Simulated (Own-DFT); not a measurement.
# Device materials side by side: how hard are they to compress?

Source: density functional calculations with Own-DFT, an unreviewed in-house program that is no longer used. Nothing was measured or relaxed, and spin and spin-orbit coupling are left out.

Known weak points (not all hold for every row): forces on such cells moved up to 12 meV/angstrom on a denser k mesh; forces not confirmed at this smearing and k mesh; k mesh not checked against a denser one; forces on such cells passed a denser k mesh, each cell not checked; stress not checked against mesh or cutoff.

All runs are PBE with PseudoDojo norm-conserving files; cutoff and k mesh are each material's own. Every cell starts from measured lattice constants and was given uniform random strains and small random moves of its atoms. Each triple is the change of volume in per cent, the rms move u in Å and the pressure in GPa.

- 3C SiC (C32Si32), 10.36 Å³/atom unstrained: (-2.25, 0.048, 11.10); (-1.26, 0.048, 8.51); (-0.75, 0.050, 7.16); (-0.18, 0.048, 5.92); (2.44, 0.047, -0.23); (3.00, 0.054, -0.66); (3.12, 0.046, -1.01)
- wurtzite AlN (Al36N36), 10.45 Å³/atom unstrained: (-3.27, 0.051, 13.29); (-0.92, 0.051, 7.66); (-0.88, 0.045, 7.42); (0.07, 0.047, 5.62); (0.51, 0.045, 4.45); (1.34, 0.050, 2.99); (2.61, 0.056, 0.73)
- wurtzite GaN (Ga48N48), 11.42 Å³/atom unstrained: (-1.64, 0.050, 11.57); (-1.40, 0.050, 10.91); (-0.87, 0.049, 9.58); (-0.41, 0.051, 8.40); (-0.19, 0.050, 8.03); (-0.05, 0.052, 7.82); (1.45, 0.050, 4.77)
- diamond silicon (Si64), 20.02 Å³/atom unstrained: withheld
- zincblende GaAs (As32Ga32), 22.58 Å³/atom unstrained: (-2.24, 0.048, 5.93); (-1.60, 0.047, 5.21); (-1.28, 0.053, 5.37); (0.89, 0.048, 3.25); (1.84, 0.051, 2.59); (1.90, 0.050, 2.70); (2.04, 0.049, 2.60)
- grey tin (Sn64), 34.15 Å³/atom unstrained: (-2.92, 0.050, 5.33); (-2.09, 0.050, 4.93); (-0.62, 0.047, 4.05); (0.06, 0.053, 3.88); (1.68, 0.051, 2.84); (1.94, 0.050, 2.74); (2.11, 0.047, 2.63)

## Fit

Fit a line to each set against the fractional change of volume; B is minus its slope, and u is nearly the same within a set. To take it to zero pressure, assume that B rises by 4 GPa for each GPa: B0 = B - 4 x (mean pressure). The bond length of an ideal tetrahedral crystal with the unstrained volume v is d = (√3/4)(8 v)^(1/3). Cohen's empirical rule reads B0 = (1971 - 220 L) d^(-3.5) GPa, with L = 0 for group IV crystals and SiC and 1 for III-V compounds.

| material | L | d (Å) | B (GPa) | mean P (GPa) | B0 (GPa) | rule (GPa) |
|---|---|---|---|---|---|---|
| 3C SiC (C32Si32) | 0 | 1.888 | 224 ± 7 | 4.4 | 206 ± 7 | 213 |
| wurtzite AlN (Al36N36) | 1 | 1.893 | 214 ± 8 | 6.0 | 189 ± 8 | 188 |
| wurtzite GaN (Ga48N48) | 1 | 1.950 | 219 ± 8 | 8.7 | 184 ± 8 | 169 |
| diamond silicon (Si64) | 0 | 2.352 | ? | ? | ? | 99 |
| zincblende GaAs (As32Ga32) | 1 | 2.448 | 79 ± 4 | 3.9 | 63 ± 4 | 76 |
| grey tin (Sn64) | 0 | 2.810 | 54 ± 1 | 3.8 | 39 ± 1 | 53 |

A line through ln[B0/(1971 - 220 L)] against ln d has a slope of -4.3 ± 0.2 and a scatter of 6 %. Against the rule, B0 stands at 97 % for 3C SiC, 101 % for wurtzite AlN, 109 % for wurtzite GaN, 83 % for zincblende GaAs, 73 % for grey tin. PBE tends to make silicon and heavier crystals too soft, and the rule itself is only a guide.

## Check

Q: what B0 does the fitted trend give for diamond silicon (Si64)?

Estimate: 85 GPa. Its own runs give B = 95 ± 3 GPa at a mean pressure of 2.7 GPa, so B0 = 85 GPa.
